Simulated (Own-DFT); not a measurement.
# Strain and stress in wurtzite GaN, 96 atoms (Ga48N48)

These are calculations, not measurements. They come from Own-DFT, an in-house plane-wave density functional program, since retired, whose code no person has reviewed. Each row is one single-point run on a periodic cell that was not relaxed, without spin or spin-orbit coupling.

Settings of every run: PBE; PseudoDojo norm-conserving scalar-relativistic files (stringent for Ga); cutoff 96 hartree; 3 x 4 x 3 k mesh centred on Gamma; Gaussian smearing of 0.01 eV.

Known limits: forces on such cells passed a denser k mesh, each cell not checked; stress not checked against mesh or cutoff.

Unstrained cell vectors in Å: (12.756, 0.000, 0.000); (-4.783, 8.285, 0.000); (0.000, 0.000, 10.370). The unstrained cell has measured lattice constants (interpolated for alloys), not those of this functional. That, the random moves and any unrelaxed bonds set the pressure at no strain. Each run strains this cell uniformly, with the atoms carried along. Every atom was also moved at random, by a Gaussian of width 0.05 Å on each axis. Strain is the symmetric tensor, in per cent. Stress is positive in tension, and the pressure is minus a third of its trace.

```
run,e_xx (%),e_yy (%),e_zz (%),e_yz (%),e_xz (%),e_xy (%),s_xx (GPa),s_yy (GPa),s_zz (GPa),s_yz (GPa),s_xz (GPa),s_xy (GPa),P (GPa),E (meV/atom)
1,1.07,-1.36,1.94,1.93,0.45,-1.49,-4.15,-10.90,0.84,3.85,0.73,-5.61,4.74,23.6
2,-0.95,0.66,-0.76,0.43,-1.83,-0.43,-9.09,-5.60,-13.08,0.15,-3.69,-1.68,9.26,14.8
3,-0.76,-1.84,-1.71,1.11,0.83,0.25,-14.51,-17.48,-17.69,2.43,1.77,0.00,16.56,46.9
4,1.48,-1.42,-1.44,-1.52,-0.12,-1.59,-4.52,-11.91,-15.16,-2.72,-0.29,-4.70,10.53,38.8
5,1.97,0.03,0.17,0.09,0.43,0.76,0.41,-4.33,-5.15,0.35,1.63,2.68,3.02,0.0
6,-1.01,1.08,0.21,-0.41,0.99,-1.74,-9.61,-3.56,-6.99,-1.61,1.98,-4.77,6.72,15.3
7,-0.35,-0.90,-0.17,-0.02,1.76,1.73,-10.05,-11.77,-9.48,-0.41,3.96,6.81,10.44,32.1
8,1.20,-0.13,-0.72,-0.55,-1.19,0.37,-3.40,-6.21,-10.20,-1.66,-2.49,1.32,6.60,14.1
9,0.65,1.22,-1.23,-1.54,-1.82,1.70,-4.98,-2.66,-10.58,-3.06,-4.72,5.24,6.07,16.3
10,0.89,-0.89,-0.31,-0.89,0.31,1.75,-6.06,-9.13,-8.39,-2.22,1.02,6.48,7.86,16.2
11,-1.53,1.28,-1.52,1.68,-0.95,1.15,-14.27,-6.03,-14.85,4.03,-2.52,4.29,11.72,55.9
12,-1.38,1.71,1.12,1.85,-0.41,-1.53,-9.61,-1.16,-2.09,4.14,-0.72,-3.75,4.28,4.8
13,1.87,-0.91,1.41,0.33,-1.77,1.02,0.20,-8.48,-0.37,0.69,-3.58,2.70,2.88,10.3
14,-1.50,-1.85,-1.90,-0.55,0.59,-0.82,-20.47,-17.77,-19.89,-1.14,1.00,-3.27,19.38,71.9
15,0.62,-1.36,1.74,0.41,-1.04,-1.32,-4.90,-12.76,-0.18,-0.15,-3.11,-4.60,5.95,26.9
16,1.95,1.70,-0.27,-1.55,-1.56,-1.73,1.51,0.97,-6.72,-2.29,-2.96,-4.47,1.41,22.8
17,-1.05,0.30,0.48,0.41,1.68,1.25,?,?,?,?,?,?,?,?
```

E is the free energy for each atom above the lowest run shown.

## Worked fit

Each stress component was fitted by least squares to a constant and the strains of the runs shown, as fractions, with shears doubled. Shear strains stay in the fit of a normal stress only where such slopes are resolved. The slopes, in GPa:

| stress | at no strain | per e_xx | per e_yy | per e_zz | scatter |
|---|---|---|---|---|---|
| s_xx | -7.6 | 401 ± 22 | 148 ± 21 | 109 ± 23 | 1.05 |
| s_yy | -7.5 | 126 ± 17 | 413 ± 16 | 46 ± 17 | 0.79 |
| s_zz | -7.8 | 88 ± 15 | 86 ± 15 | 467 ± 16 | 0.72 |

Each shear stress against twice its own strain: yz 118 ± 8, xz 117 ± 6, xy 163 ± 6 GPa. These are stiffnesses along x, y and z of the frame in which the cell vectors are given, which need not be the crystal's axes. The atoms are held to the strained lattice; where symmetry lets them move under strain, relaxing them would lower some slopes. The table should be nearly symmetric about its diagonal, and what it lacks of that shows the noise. A ninth of its sum, 209 ± 5 GPa, estimates the bulk modulus near the mean pressure of these runs, 8.0 GPa, so it lies above the value at zero pressure.

## Withheld run

Question: what normal stresses and pressure should run 17 give?

The fit gives s_xx = -10.9, s_yy = -7.4, s_zz = -6.2 and P = 8.2 GPa. The calculation gave -10.41, -6.83, -4.77 and P = 7.34 GPa.
